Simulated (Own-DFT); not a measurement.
# Computed records: GaN (wurtzite, strained, atoms displaced)

Computed with Own-DFT development build. A calculation, not a measurement: plane-wave PBE density functional theory by an unreviewed code, no spin, of a simulated periodic cell, stress positive in tension, free energy of the whole cell less one offset for each atom, forces on such cells passed a denser k mesh, this cell's mesh not checked; offsets are fitted by least squares, one for each functional and potential file, so energies compare only between cells with the same atoms and settings and are not formation energies; the far tail of each file's local potential was reset to the Coulomb form; each entry is a single point on an unrelaxed cell, so the pressure reflects the starting lattice, mostly measured values (interpolated for alloys), from which strain is counted, and rises with the displacements; printed positions are rounded, which can move forces by about a meV/angstrom; the program, named Own-DFT, is a retired in-house code; no spin-orbit coupling.

Settings shared by all entries: functional PBE; potential files PseudoDojo norm-conserving, scalar-relativistic, standard set with the stringent files for Ga; wave cutoff 96 hartree; occupations Gaussian; smearing width 0.01 eV; k mesh 3 x 4 x 3 centred on Gamma.

(1) 
```cif
# cell vector a (Å): 12.7560 0.0000 0.0000
# cell vector b (Å): -4.7835 8.2853 -0.1243
# cell vector c (Å): 0.0000 -0.1556 10.3700
data_GaN
_symmetry_space_group_name_H-M 'P 1'
_symmetry_Int_Tables_number 1
_cell_length_a 12.7560
_cell_length_b 9.5678
_cell_length_c 10.3712
_cell_angle_alpha 91.489
_cell_angle_beta 90.000
_cell_angle_gamma 119.997
_cell_volume 1095.73
loop_
_atom_site_label
_atom_site_type_symbol
_atom_site_fract_x
_atom_site_fract_y
_atom_site_fract_z
_atom_site_occupancy
Ga1 Ga 0.08591 0.21699 0.99633 1
Ga2 Ga 0.17022 0.11075 0.24875 1
N1 N 0.08044 0.21274 0.18120 1
N2 N 0.16756 0.11532 0.43959 1
Ga3 Ga 0.08734 0.22150 0.49294 1
Ga4 Ga 0.16066 0.10113 0.74273 1
N3 N 0.08079 0.22559 0.68681 1
N4 N 0.16832 0.11543 0.94247 1
Ga5 Ga 0.08106 0.55089 0.00204 1
Ga6 Ga 0.16248 0.44620 0.24468 1
N5 N 0.08347 0.54617 0.18492 1
N6 N 0.16770 0.44258 0.43328 1
Ga7 Ga 0.08783 0.55387 0.50448 1
Ga8 Ga 0.16450 0.45582 0.73823 1
N7 N 0.07335 0.55924 0.69268 1
N8 N 0.15970 0.44001 0.93707 1
Ga9 Ga 0.08614 0.89093 0.00205 1
Ga10 Ga 0.16422 0.76878 0.24918 1
N9 N 0.08403 0.89436 0.18545 1
N10 N 0.16072 0.78202 0.43735 1
Ga11 Ga 0.08124 0.88021 0.50298 1
Ga12 Ga 0.17508 0.78431 0.75247 1
N11 N 0.07753 0.87549 0.68275 1
N12 N 0.16700 0.77696 0.94709 1
Ga13 Ga 0.34075 0.22641 0.99647 1
Ga14 Ga 0.41157 0.09998 0.25699 1
N13 N 0.33794 0.23868 0.18735 1
N14 N 0.40717 0.11016 0.43455 1
Ga15 Ga 0.32630 0.21788 0.49886 1
Ga16 Ga 0.41807 0.10998 0.74763 1
N15 N 0.32845 0.21544 0.68762 1
N16 N 0.41862 0.10863 0.94150 1
Ga17 Ga 0.32431 0.55588 0.00256 1
Ga18 Ga 0.41947 0.44553 0.25035 1
N17 N 0.33202 0.55560 0.18438 1
N18 N 0.41826 0.44612 0.43647 1
Ga19 Ga 0.33049 0.55358 0.50572 1
Ga20 Ga 0.41209 0.42853 0.75347 1
N19 N 0.33898 0.55775 0.69376 1
N20 N 0.41491 0.43997 0.93758 1
Ga21 Ga 0.33032 0.89516 0.00744 1
Ga22 Ga 0.41833 0.77856 0.25645 1
N21 N 0.33792 0.89710 0.19819 1
N22 N 0.41071 0.77875 0.43347 1
Ga23 Ga 0.33998 0.89200 0.50007 1
Ga24 Ga 0.41543 0.77021 0.76020 1
N23 N 0.33633 0.89421 0.69300 1
N24 N 0.42538 0.79264 0.93803 1
Ga25 Ga 0.58076 0.23077 0.99333 1
Ga26 Ga 0.66346 0.11712 0.25491 1
N25 N 0.58555 0.22568 0.18199 1
N26 N 0.66075 0.11045 0.44082 1
Ga27 Ga 0.58141 0.22164 0.49976 1
Ga28 Ga 0.66597 0.10480 0.75369 1
N27 N 0.58394 0.21499 0.68239 1
N28 N 0.65701 0.10809 0.94207 1
Ga29 Ga 0.58446 0.55431 0.99525 1
Ga30 Ga 0.67087 0.43923 0.24788 1
N29 N 0.58462 0.56318 0.18603 1
N30 N 0.66291 0.44861 0.44015 1
Ga31 Ga 0.58515 0.55162 0.49697 1
Ga32 Ga 0.67684 0.45212 0.74980 1
N31 N 0.58830 0.55282 0.69182 1
N32 N 0.66336 0.44519 0.93466 1
Ga33 Ga 0.57929 0.87895 0.99984 1
Ga34 Ga 0.65853 0.77928 0.24912 1
N33 N 0.58699 0.88009 0.19491 1
N34 N 0.67357 0.77645 0.43802 1
Ga35 Ga 0.58211 0.88613 0.50722 1
Ga36 Ga 0.67025 0.78206 0.74922 1
N35 N 0.58364 0.89179 0.68462 1
N36 N 0.67251 0.78977 0.94383 1
Ga37 Ga 0.83339 0.23121 0.99767 1
Ga38 Ga 0.92034 0.09943 0.24696 1
N37 N 0.83483 0.22501 0.19762 1
N38 N 0.91451 0.10178 0.44245 1
Ga39 Ga 0.82870 0.22380 0.49712 1
Ga40 Ga 0.91865 0.10427 0.75768 1
N39 N 0.83600 0.22816 0.68473 1
N40 N 0.91371 0.11029 0.93976 1
Ga41 Ga 0.83743 0.56298 0.00165 1
Ga42 Ga 0.92284 0.44296 0.25341 1
N41 N 0.83260 0.54872 0.18699 1
N42 N 0.91554 0.44780 0.43755 1
Ga43 Ga 0.83781 0.55252 0.49994 1
Ga44 Ga 0.92020 0.45157 0.75312 1
N43 N 0.82947 0.55705 0.68615 1
N44 N 0.91053 0.43511 0.93642 1
Ga45 Ga 0.83127 0.88155 0.00321 1
Ga46 Ga 0.91338 0.77772 0.25157 1
N45 N 0.83791 0.89867 0.18745 1
N46 N 0.91181 0.77023 0.43862 1
Ga47 Ga 0.83011 0.88350 0.49309 1
Ga48 Ga 0.91291 0.77223 0.75347 1
N47 N 0.84126 0.90465 0.69874 1
N48 N 0.91163 0.77061 0.94572 1
_calc_free_energy_of_cell_above_offsets '-3.533'  # eV
_calc_pressure 7.48  # GPa
_calc_stress_xx -6.79  # GPa
_calc_stress_yy -8.21  # GPa
_calc_stress_zz -7.43  # GPa
_calc_stress_yz -4.12  # GPa
_calc_stress_xz 0.66  # GPa
_calc_stress_xy 0.78  # GPa
```

Force:
```tsv
element	x (eV/Å)	y (eV/Å)	z (eV/Å)
Ga	-1.875	0.623	0.155
Ga	-0.168	1.037	-0.134
N	0.511	1.225	1.117
N	0.089	-1.787	-0.717
Ga	-2.017	-0.236	1.118
Ga	-0.483	0.886	0.861
N	1.021	0.121	-0.256
N	1.446	-1.478	-1.635
Ga	-0.471	-0.106	-0.899
Ga	2.438	-1.691	0.241
N	-1.347	1.508	0.221
N	-0.427	0.304	0.59
Ga	-1.365	0.488	-0.754
Ga	0.799	-1.556	1.666
N	2.688	1.268	-1.028
N	0.537	0.454	-0.802
Ga	-0.825	0.399	-0.28
Ga	-0.543	1.206	0.153
N	0.596	-1.547	0.91
N	2.718	-1.551	-0.196
Ga	-1.774	1.185	-0.995
Ga	-1.17	-0.263	0.323
N	0.176	0.599	1.845
N	-0.057	-0.376	-1.013
Ga	-1	-0.37	0.942
Ga	-0.186	4.099	-1.232
N	0.599	-3.093	-0.335
N	1.4	-0.124	1.646
Ga	0.882	1.319	0.197
Ga	0.35	1.144	0.529
N	0.279	-0.646	-0.227
N	-1.237	-0.075	-0.991
Ga	1.214	0.143	-0.932
Ga	-0.19	1.531	-0.062
N	-0.303	0.268	1.011
N	-0.675	-0.097	0.862
Ga	1.062	0.357	-0.887
Ga	0.493	1.732	-0.36
N	-0.917	-0.889	-0.645
N	-0.475	1.075	0.099
Ga	1.471	-0.087	0.053
Ga	0.328	-0.276	-1.929
N	-0.315	-3.188	-1.65
N	1.544	-0.869	1.987
Ga	-2.051	0.338	0.41
Ga	0.243	1.668	-1.388
N	0.559	-1.627	-0.872
N	-2.289	-2.137	1.114
Ga	1.351	-0.64	0.874
Ga	1.245	-0.642	-1.053
N	-0.876	-1.098	0.709
N	0.385	-0.623	-0.313
Ga	-0.835	0.66	-0.17
Ga	0.231	1.518	-0.117
N	-0.583	0.721	1.26
N	1.29	0.143	-0.236
Ga	-0.986	1.043	0.659
Ga	-1.488	1.073	0.481
N	0.868	-1.215	-0.125
N	2.633	-1.639	-0.953
Ga	-1.487	1.134	1.147
Ga	-1.718	-1.937	-0.124
N	-1.247	0.252	-0.371
N	1.259	0.435	0.123
Ga	0.77	2.198	1.448
Ga	4.078	-1.122	1.236
N	-4.21	2.729	-1.5
N	-2.761	-0.661	-0.018
Ga	0.352	0.053	-1.959
Ga	0.054	-0.195	0.257
N	0.049	-1.484	1.537
N	-0.334	-2.035	-1.322
Ga	-0.184	-2.733	1.393
Ga	-1.403	3.247	1.355
N	0.172	-0.943	-0.975
N	-0.155	1.277	-0.947
Ga	1.217	-0.474	0.377
Ga	-0.978	3.885	-0.311
N	-0.13	-0.491	0.793
N	0.409	-0.092	0.837
Ga	-0.298	-2.199	0.363
Ga	-1.228	-0.043	-0.373
N	0.658	0.966	0.292
N	1.785	-0.683	0.276
Ga	-2.029	0.518	0.016
Ga	-1.892	-1.902	-0.256
N	1.947	0.267	-0.012
N	0.123	2.631	0.157
Ga	-0.061	1.877	0.056
Ga	0.284	-0.163	-0.388
N	-0.359	-3.869	-0.208
N	0.65	0.458	-0.015
Ga	1.275	1.086	1.791
Ga	-0.282	1.017	-0.086
N	0.018	-4.539	-2.086
N	1.133	1.328	-1.348
```

(2) 
```cif
# cell vector a (Å): 12.7560 0.0000 -0.1913
# cell vector b (Å): -4.7835 8.2853 0.0718
# cell vector c (Å): -0.1556 0.0000 10.3700
data_GaN
_symmetry_space_group_name_H-M 'P 1'
_symmetry_Int_Tables_number 1
_cell_length_a 12.7574
_cell_length_b 9.5673
_cell_length_c 10.3712
_cell_angle_alpha 89.140
_cell_angle_beta 91.719
_cell_angle_gamma 120.003
_cell_volume 1095.73
loop_
_atom_site_label
_atom_site_type_symbol
_atom_site_fract_x
_atom_site_fract_y
_atom_site_fract_z
_atom_site_occupancy
Ga1 Ga 0.08488 0.21900 0.99689 1
Ga2 Ga 0.16991 0.10727 0.24260 1
N1 N 0.09040 0.22930 0.18792 1
N2 N 0.17612 0.11651 0.44296 1
Ga3 Ga 0.08892 0.21495 0.49764 1
Ga4 Ga 0.15909 0.11408 0.75345 1
N3 N 0.08285 0.22797 0.69067 1
N4 N 0.16317 0.10801 0.93583 1
Ga5 Ga 0.08168 0.54629 0.99386 1
Ga6 Ga 0.17054 0.44894 0.24872 1
N5 N 0.08541 0.55718 0.18247 1
N6 N 0.16578 0.44723 0.44173 1
Ga7 Ga 0.08181 0.55545 0.49256 1
Ga8 Ga 0.16873 0.43998 0.74286 1
N7 N 0.08390 0.55477 0.68698 1
N8 N 0.16757 0.45052 0.93827 1
Ga9 Ga 0.08364 0.88962 0.00253 1
Ga10 Ga 0.16802 0.77548 0.25056 1
N9 N 0.08164 0.88907 0.18513 1
N10 N 0.16535 0.78287 0.44205 1
Ga11 Ga 0.08533 0.89189 0.50421 1
Ga12 Ga 0.16118 0.78549 0.75533 1
N11 N 0.08508 0.88994 0.69347 1
N12 N 0.17206 0.77733 0.93695 1
Ga13 Ga 0.33761 0.22745 0.00163 1
Ga14 Ga 0.41172 0.10660 0.25235 1
N13 N 0.32833 0.23091 0.19118 1
N14 N 0.42054 0.12504 0.44088 1
Ga15 Ga 0.32854 0.22464 0.49887 1
Ga16 Ga 0.41623 0.10972 0.74819 1
N15 N 0.32781 0.21500 0.68507 1
N16 N 0.41029 0.09903 0.94056 1
Ga17 Ga 0.33885 0.56638 0.99662 1
Ga18 Ga 0.41628 0.44750 0.24429 1
N17 N 0.33016 0.55203 0.19090 1
N18 N 0.41222 0.43820 0.43984 1
Ga19 Ga 0.33408 0.56243 0.50309 1
Ga20 Ga 0.41950 0.45087 0.74577 1
N19 N 0.33926 0.55841 0.68802 1
N20 N 0.41711 0.44080 0.93971 1
Ga21 Ga 0.33975 0.88553 0.00130 1
Ga22 Ga 0.41365 0.77281 0.25055 1
N21 N 0.33074 0.88518 0.18034 1
N22 N 0.42043 0.78544 0.44095 1
Ga23 Ga 0.33772 0.89760 0.50017 1
Ga24 Ga 0.41943 0.78525 0.73917 1
N23 N 0.33984 0.89101 0.69265 1
N24 N 0.42204 0.78535 0.94155 1
Ga25 Ga 0.58576 0.23025 0.00551 1
Ga26 Ga 0.66879 0.12528 0.24646 1
N25 N 0.58162 0.22254 0.18149 1
N26 N 0.66917 0.11301 0.45207 1
Ga27 Ga 0.58153 0.22132 0.49773 1
Ga28 Ga 0.67090 0.10134 0.75561 1
N27 N 0.57978 0.22131 0.67544 1
N28 N 0.67156 0.11449 0.93731 1
Ga29 Ga 0.57876 0.55326 0.99534 1
Ga30 Ga 0.67274 0.44029 0.25269 1
N29 N 0.58941 0.55761 0.18848 1
N30 N 0.67302 0.45263 0.42504 1
Ga31 Ga 0.59303 0.56601 0.50024 1
Ga32 Ga 0.66365 0.44007 0.75222 1
N31 N 0.58219 0.54912 0.68164 1
N32 N 0.66534 0.43761 0.93611 1
Ga33 Ga 0.58056 0.88233 0.00398 1
Ga34 Ga 0.66606 0.78178 0.24942 1
N33 N 0.58533 0.88365 0.19008 1
N34 N 0.66373 0.77131 0.43686 1
Ga35 Ga 0.57659 0.88541 0.49753 1
Ga36 Ga 0.66051 0.76579 0.75277 1
N35 N 0.58037 0.88232 0.68994 1
N36 N 0.66560 0.78542 0.93390 1
Ga37 Ga 0.83414 0.22655 0.99616 1
Ga38 Ga 0.91732 0.10775 0.25375 1
N37 N 0.83083 0.22101 0.19336 1
N38 N 0.92304 0.11335 0.43492 1
Ga39 Ga 0.82573 0.21636 0.50013 1
Ga40 Ga 0.91111 0.10902 0.75540 1
N39 N 0.83305 0.22499 0.68293 1
N40 N 0.91778 0.11531 0.93818 1
Ga41 Ga 0.83204 0.56243 0.00036 1
Ga42 Ga 0.92074 0.45184 0.24526 1
N41 N 0.82927 0.54768 0.19072 1
N42 N 0.91559 0.44196 0.42931 1
Ga43 Ga 0.84285 0.56937 0.49773 1
Ga44 Ga 0.92028 0.45156 0.74640 1
N43 N 0.83598 0.54897 0.69059 1
N44 N 0.92262 0.44517 0.94080 1
Ga45 Ga 0.83606 0.88979 0.99270 1
Ga46 Ga 0.91895 0.76968 0.25021 1
N45 N 0.82978 0.88522 0.18416 1
N46 N 0.92095 0.78503 0.43764 1
Ga47 Ga 0.82634 0.88370 0.49984 1
Ga48 Ga 0.90556 0.76670 0.75803 1
N47 N 0.84180 0.88851 0.69353 1
N48 N 0.92020 0.77589 0.94567 1
_calc_free_energy_of_cell_above_offsets '-4.396'  # eV
_calc_pressure 7.19  # GPa
_calc_stress_xx -7.96  # GPa
_calc_stress_yy -6.37  # GPa
_calc_stress_zz -7.23  # GPa
_calc_stress_yz 0.16  # GPa
_calc_stress_xz -3.81  # GPa
_calc_stress_xy -0.31  # GPa
```

Force:
```tsv
element	x (eV/Å)	y (eV/Å)	z (eV/Å)
Ga	-0.248	1.197	0.694
Ga	-1.597	0.443	1.37
N	-0.752	-1.074	-0.046
N	-2.333	-2.321	-1.921
Ga	-1.314	1.147	0.428
Ga	1.589	-0.437	-0.77
N	-0.451	-1.507	-0.865
N	0.612	0.339	0.951
Ga	0.46	2.058	0.609
Ga	-0.724	-0.806	0.598
N	-0.177	0.09	0.622
N	0.66	-0.22	-0.56
Ga	-0.057	-0.168	1.194
Ga	-0.681	1.819	1.008
N	0.055	0.717	-0.328
N	1.772	-1.115	-0.789
Ga	1.705	-0.13	-0.797
Ga	-0.356	0.139	-0.247
N	0.584	-0.516	0.818
N	0.951	-0.082	-0.833
Ga	-0.031	0.482	0.339
Ga	2.652	-1.441	-0.378
N	-2.276	0.465	-0.665
N	-0.99	-0.089	0.975
Ga	-0.295	-1.685	-0.241
Ga	-0.008	0.691	-0.477
N	2.169	-1.113	-1.047
N	-0.433	-1.683	-1.174
Ga	2.489	1.12	1.162
Ga	-0.051	0.591	0.301
N	-0.264	0.951	1.104
N	0.447	2.24	-0.217
Ga	-0.564	-1.225	0.284
Ga	1.183	0.483	1.568
N	0.395	1.268	-0.999
N	0.295	2.231	-0.462
Ga	0.577	-1.051	-0.908
Ga	0.409	-2.058	0.113
N	-1.086	0.412	0.256
N	-0.971	0.829	-0.964
Ga	-1.559	-0.017	-0.956
Ga	0.496	0.591	-0.147
N	0.183	0.422	2.304
N	-1.732	-0.982	-0.95
Ga	-0.611	-0.013	0.551
Ga	0.382	-1.307	1.952
N	-2.175	0.07	-1.242
N	0.191	-1.041	-1.369
Ga	-0.016	-2.077	-2.152
Ga	0.941	-1.907	1.005
N	-0.794	-0.175	2.016
N	-2.049	-1.414	-2.65
Ga	0.816	1.48	-0.464
Ga	-1.285	1.117	-1.352
N	0.641	-0.013	2.855
N	-1.171	-0.628	0.75
Ga	1.413	0.873	1.259
Ga	-1.808	0.353	-1.69
N	-0.824	-0.464	-0.627
N	-0.035	-0.31	3.6
Ga	-0.774	-3.004	-1.171
Ga	0.854	-0.989	-1.249
N	0.255	0.647	1.192
N	-0.506	1.667	0.091
Ga	0.657	1.716	-0.012
Ga	1.681	-1.109	-0.127
N	-2.168	1.369	0.126
N	-0.731	1.937	0.018
Ga	2.256	1.112	0.817
Ga	0.391	0.993	-0.966
N	1.138	0.384	-0.731
N	0.986	-1.333	0.525
Ga	0.497	-0.195	1.282
Ga	0.197	0.303	-1.369
N	0.622	0.496	-0.969
N	-0.996	-0.79	1.412
Ga	2.807	1.653	-0.355
Ga	0.672	0.793	-1.278
N	0.232	-0.438	1.291
N	-0.013	-0.479	0.334
Ga	1.073	-1.737	0.499
Ga	0.834	-1.31	-0.039
N	0.579	1.24	-1.325
N	-0.391	0.367	1.19
Ga	-0.065	-1.838	0.039
Ga	1.596	-1.401	0.805
N	-2.329	1.132	-0.697
N	-2.335	0.009	-0.866
Ga	-0.656	0.243	1.293
Ga	-1.363	0.941	-0.261
N	0.893	0.141	0.201
N	-0.341	0.147	0.002
Ga	1.325	1.288	0.143
Ga	2.389	0.221	-0.519
N	-2.47	-0.028	-0.771
N	-1.139	0.303	-0.952
```

(3) 
```cif
# cell vector a (Å): 12.7560 0.0000 0.0000
# cell vector b (Å): -4.7835 8.2853 -0.1243
# cell vector c (Å): 0.0000 -0.1556 10.3700
data_GaN
_symmetry_space_group_name_H-M 'P 1'
_symmetry_Int_Tables_number 1
_cell_length_a 12.7560
_cell_length_b 9.5678
_cell_length_c 10.3712
_cell_angle_alpha 91.489
_cell_angle_beta 90.000
_cell_angle_gamma 119.997
_cell_volume 1095.73
loop_
_atom_site_label
_atom_site_type_symbol
_atom_site_fract_x
_atom_site_fract_y
_atom_site_fract_z
_atom_site_occupancy
Ga1 Ga 0.08334 0.23220 0.99784 1
Ga2 Ga 0.16718 0.11075 0.25275 1
N1 N 0.08013 0.22850 0.18324 1
N2 N 0.16404 0.10411 0.43835 1
Ga3 Ga 0.09218 0.23228 0.50091 1
Ga4 Ga 0.16001 0.12330 0.74998 1
N3 N 0.07838 0.22677 0.69073 1
N4 N 0.16794 0.10981 0.93346 1
Ga5 Ga 0.07952 0.54661 0.00528 1
Ga6 Ga 0.16574 0.44637 0.25472 1
N5 N 0.09661 0.55383 0.19565 1
N6 N 0.16787 0.44304 0.43478 1
Ga7 Ga 0.08184 0.55727 0.49374 1
Ga8 Ga 0.15866 0.43752 0.75000 1
N7 N 0.08810 0.55739 0.68254 1
N8 N 0.16260 0.44082 0.93342 1
Ga9 Ga 0.08309 0.88953 0.99879 1
Ga10 Ga 0.17378 0.78477 0.24635 1
N9 N 0.08543 0.89675 0.19184 1
N10 N 0.16213 0.78040 0.44268 1
Ga11 Ga 0.08410 0.89003 0.49799 1
Ga12 Ga 0.16315 0.76474 0.75500 1
N11 N 0.08179 0.87845 0.68583 1
N12 N 0.17466 0.77949 0.94817 1
Ga13 Ga 0.32836 0.22115 0.99213 1
Ga14 Ga 0.42201 0.11345 0.24256 1
N13 N 0.33646 0.21887 0.18978 1
N14 N 0.41705 0.11897 0.44669 1
Ga15 Ga 0.33417 0.23365 0.49674 1
Ga16 Ga 0.41894 0.10297 0.75677 1
N15 N 0.33393 0.22104 0.68824 1
N16 N 0.41676 0.11094 0.94822 1
Ga17 Ga 0.33223 0.55653 0.99571 1
Ga18 Ga 0.41345 0.44717 0.24210 1
N17 N 0.33139 0.54909 0.18747 1
N18 N 0.41858 0.44368 0.44557 1
Ga19 Ga 0.34159 0.56429 0.49771 1
Ga20 Ga 0.41753 0.43673 0.74662 1
N19 N 0.33281 0.55801 0.68666 1
N20 N 0.40720 0.44581 0.94914 1
Ga21 Ga 0.33034 0.88386 0.99728 1
Ga22 Ga 0.41359 0.78711 0.25071 1
N21 N 0.33018 0.88703 0.20072 1
N22 N 0.41437 0.78280 0.43706 1
Ga23 Ga 0.33233 0.89940 0.49783 1
Ga24 Ga 0.42195 0.77181 0.74188 1
N23 N 0.33536 0.89215 0.69098 1
N24 N 0.42257 0.78285 0.93584 1
Ga25 Ga 0.57995 0.22008 0.00158 1
Ga26 Ga 0.66098 0.10714 0.25254 1
N25 N 0.58311 0.22264 0.19104 1
N26 N 0.66324 0.10930 0.43925 1
Ga27 Ga 0.58083 0.21242 0.49679 1
Ga28 Ga 0.66662 0.11557 0.74999 1
N27 N 0.58473 0.22827 0.68927 1
N28 N 0.67030 0.10616 0.93531 1
Ga29 Ga 0.58497 0.54574 0.00183 1
Ga30 Ga 0.66272 0.43606 0.25386 1
N29 N 0.57722 0.55900 0.19029 1
N30 N 0.66126 0.43390 0.43773 1
Ga31 Ga 0.57913 0.55794 0.50012 1
Ga32 Ga 0.66653 0.44413 0.74621 1
N31 N 0.57582 0.55597 0.67856 1
N32 N 0.66743 0.44538 0.93854 1
Ga33 Ga 0.58095 0.87041 0.99602 1
Ga34 Ga 0.66444 0.76851 0.23858 1
N33 N 0.58926 0.87752 0.18114 1
N34 N 0.65698 0.76884 0.43474 1
Ga35 Ga 0.58971 0.89465 0.49653 1
Ga36 Ga 0.66804 0.78074 0.75030 1
N35 N 0.58942 0.90372 0.69107 1
N36 N 0.66557 0.78063 0.93683 1
Ga37 Ga 0.84009 0.22595 0.00676 1
Ga38 Ga 0.91380 0.09799 0.24213 1
N37 N 0.84285 0.23314 0.18727 1
N38 N 0.91527 0.11589 0.43308 1
Ga39 Ga 0.83539 0.22143 0.49827 1
Ga40 Ga 0.92151 0.11461 0.74726 1
N39 N 0.82986 0.21955 0.68880 1
N40 N 0.91852 0.10738 0.93222 1
Ga41 Ga 0.83548 0.56009 0.99725 1
Ga42 Ga 0.91984 0.44159 0.24665 1
N41 N 0.82605 0.54524 0.18235 1
N42 N 0.91381 0.44926 0.43427 1
Ga43 Ga 0.83805 0.55984 0.50109 1
Ga44 Ga 0.91581 0.43834 0.74685 1
N43 N 0.83189 0.55952 0.69718 1
N44 N 0.90485 0.43451 0.93564 1
Ga45 Ga 0.82906 0.88405 0.00519 1
Ga46 Ga 0.91696 0.79227 0.24719 1
N45 N 0.82897 0.88917 0.18552 1
N46 N 0.91393 0.77864 0.44345 1
Ga47 Ga 0.83739 0.88656 0.49277 1
Ga48 Ga 0.92670 0.78209 0.75698 1
N47 N 0.83884 0.89758 0.69570 1
N48 N 0.91740 0.77862 0.93427 1
_calc_free_energy_of_cell_above_offsets '-3.125'  # eV
_calc_pressure 7.53  # GPa
_calc_stress_xx -7.32  # GPa
_calc_stress_yy -9.07  # GPa
_calc_stress_zz -6.19  # GPa
_calc_stress_yz -3.5  # GPa
_calc_stress_xz 0.3  # GPa
_calc_stress_xy 0.57  # GPa
```

Force:
```tsv
element	x (eV/Å)	y (eV/Å)	z (eV/Å)
Ga	0.648	-1.748	0.32
Ga	-0.088	1.679	-0.665
N	1.061	-1.215	0.63
N	-0.331	1.34	0.302
Ga	-0.998	-1.118	-0.571
Ga	2.674	-1.771	-0.428
N	1.045	-0.284	-1.688
N	-1.353	-0.231	0.445
Ga	-0.394	0.605	-0.237
Ga	2.504	-1.303	-0.28
N	-3.797	1.749	-1.565
N	0.079	0.701	1.315
Ga	0.391	0.118	0.208
Ga	1.026	2.421	-0.369
N	-0.995	-1.423	0.268
N	0.067	0.976	0.299
Ga	0.279	0.42	0.226
Ga	-2.284	-1.326	1.471
N	-0.045	-1.506	-0.876
N	1.254	-0.509	-1.359
Ga	-0.613	-0.209	0.989
Ga	0.453	2.261	-0.353
N	0.327	1.451	0.567
N	-2.832	-1.887	-0.996
Ga	0.686	0.332	1.317
Ga	-1.336	0.006	1.715
N	-1.028	0.197	-0.469
N	-0.18	-0.615	-1.708
Ga	0.568	-1.677	0.946
Ga	-0.703	1.242	-0.487
N	-0.68	-0.906	0.289
N	-0.493	-0.378	-0.812
Ga	-1.322	1.129	0.843
Ga	0.587	-0.894	1.223
N	-1.35	1.417	-0.16
N	-1.42	0.686	-2.166
Ga	-0.906	-0.253	0.154
Ga	-1.165	1.01	0.804
N	0.078	-1.69	0.034
N	3.016	-0.871	-2.009
Ga	2.376	1.288	0.958
Ga	2.498	-1.884	-0.05
N	0.999	1.536	-2.411
N	0.505	0.288	0.296
Ga	0.115	-0.548	0.939
Ga	-0.999	1.658	0.704
N	0.05	-1.55	-0.188
N	-1.401	-1.172	-0.123
Ga	2.052	0.042	-0.445
Ga	1.511	-0.146	-1.071
N	0.652	-0.891	-0.774
N	1.278	0.038	-0.707
Ga	-0.913	1.537	1.209
Ga	0.026	0.88	0.857
N	-0.052	-1.141	-0.203
N	-0.762	0.259	1.302
Ga	-1.842	0.944	-0.108
Ga	-0.184	1.685	0.01
N	1.823	-2.448	-0.895
N	0.33	1.166	0.659
Ga	1.699	-0.479	-0.956
Ga	-0.682	0.832	0.23
N	1.386	0.498	2.343
N	0.033	-0.71	-0.453
Ga	-1.485	3.039	0.548
Ga	-0.213	1.007	2.446
N	-2.692	1.778	0.836
N	1.556	1.145	-0.529
Ga	-0.831	-0.808	0.773
Ga	0.31	0.348	-0.674
N	0.303	-2.256	-1.269
N	2.44	-2.294	-0.326
Ga	-1.02	-1.407	-1.631
Ga	-0.51	3.463	1.146
N	-0.625	-2.76	0.659
N	1.457	-0.919	0.026
Ga	-0.891	0.611	0.226
Ga	-2.222	-0.621	0.564
N	0.857	0.203	-0.924
N	-0.264	0.168	1.337
Ga	-0.312	-0.522	0.121
Ga	-0.521	1.957	0.509
N	0.593	1.549	0.849
N	1.082	-0.828	0.308
Ga	-1.67	-0.563	0.558
Ga	-0.496	0.843	0.071
N	0.942	-0.327	-1.215
N	1.87	1.386	0.156
Ga	0.355	0.874	-2.485
Ga	1.293	-2.398	0.603
N	0.481	-1.34	0.092
N	1.359	-0.417	-1.803
Ga	-2.627	1.109	1.857
Ga	-1.657	0.016	-1.859
N	0.176	-1.663	-1.455
N	0.036	0.018	2.197
```
